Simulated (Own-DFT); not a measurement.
# Bulk modulus against bond length in tetrahedral crystals

Everything here is calculated. The program is Own-DFT (plane waves, in-house, since retired, never reviewed by a person); positions were held fixed, and spin and spin-orbit coupling were off.

Caveats (not all hold for every row): forces on such cells moved up to 12 meV/angstrom on a denser k mesh; forces not confirmed at this smearing and k mesh; k mesh not checked against a denser one; forces on such cells passed a denser k mesh, each cell not checked; stress not checked against mesh or cutoff.

All runs are PBE with PseudoDojo norm-conserving files; cutoff and k mesh are each material's own. Every cell starts from measured lattice constants and was given uniform random strains and small random moves of its atoms. Each triple is the change of volume in per cent, the rms move u in Å and the pressure in GPa.

- 3C SiC (C32Si32), 10.36 Å³/atom unstrained: (-3.39, 0.052, 15.19); (-1.84, 0.053, 11.04); (-1.59, 0.051, 9.51); (0.83, 0.047, 4.08); (1.15, 0.051, 3.46); (1.96, 0.055, 1.61); (3.53, 0.052, -2.27)
- wurtzite GaN (Ga48N48), 11.42 Å³/atom unstrained: withheld
- diamond silicon (Si64), 20.02 Å³/atom unstrained: (-1.83, 0.048, 4.48); (-1.63, 0.051, 4.39); (-1.24, 0.050, 3.69); (-1.05, 0.048, 3.76); (0.28, 0.051, 2.27); (0.86, 0.047, 1.86); (3.02, 0.049, -0.19)
- zincblende GaAs (As32Ga32), 22.58 Å³/atom unstrained: (-1.37, 0.050, 5.13); (-0.97, 0.050, 4.77); (-0.92, 0.050, 4.88); (0.48, 0.050, 3.92); (0.52, 0.053, 3.65); (1.55, 0.051, 2.89); (1.87, 0.050, 2.64)
- zincblende InP (In48P48), 25.27 Å³/atom unstrained: (-2.74, 0.051, 5.98); (-0.27, 0.047, 3.83); (0.41, 0.052, 3.47); (0.91, 0.050, 2.98); (2.46, 0.055, 2.27); (3.11, 0.047, 1.62); (3.55, 0.049, 1.38)
- grey tin (Sn64), 34.15 Å³/atom unstrained: (-3.31, 0.054, 5.59); (-2.33, 0.050, 4.94); (-0.96, 0.050, 4.22); (0.99, 0.051, 3.20); (1.49, 0.050, 2.95); (1.68, 0.050, 2.99); (1.80, 0.054, 2.89)

## What the rows give

Fit a line to each set against the fractional change of volume; B is minus its slope, and u is nearly the same within a set. To take it to zero pressure, assume that B rises by 4 GPa for each GPa: B0 = B - 4 x (mean pressure). The bond length of an ideal tetrahedral crystal with the unstrained volume v is d = (√3/4)(8 v)^(1/3). Cohen's empirical rule reads B0 = (1971 - 220 L) d^(-3.5) GPa, with L = 0 for group IV crystals and SiC and 1 for III-V compounds.

```
                  material  L  d (Å)  B (GPa)  mean P (GPa)  B0 (GPa)  rule (GPa)
          3C SiC (C32Si32)  0  1.888  248 ± 7           6.1   223 ± 7         213
    wurtzite GaN (Ga48N48)  1  1.950        ?             ?         ?         169
    diamond silicon (Si64)  0  2.352   97 ± 3           2.9    85 ± 3          99
zincblende GaAs (As32Ga32)  1  2.448   77 ± 3           4.0    61 ± 3          76
  zincblende InP (In48P48)  1  2.541   71 ± 3           3.1    59 ± 3          67
           grey tin (Sn64)  0  2.810   52 ± 2           3.8    37 ± 2          53
```

A line through ln[B0/(1971 - 220 L)] against ln d has a slope of -4.5 ± 0.2 and a scatter of 7 %. Against the rule, B0 stands at 105 % for 3C SiC, 86 % for diamond silicon, 80 % for zincblende GaAs, 88 % for zincblende InP, 69 % for grey tin. PBE tends to make silicon and heavier crystals too soft, and the rule itself is only a guide.

## The run left out

Question: what B0 does the fitted trend give for wurtzite GaN (Ga48N48)?

The line gives 174 GPa. Its own runs give B = 200 ± 8 GPa at a mean pressure of 7.7 GPa, so B0 = 169 GPa.
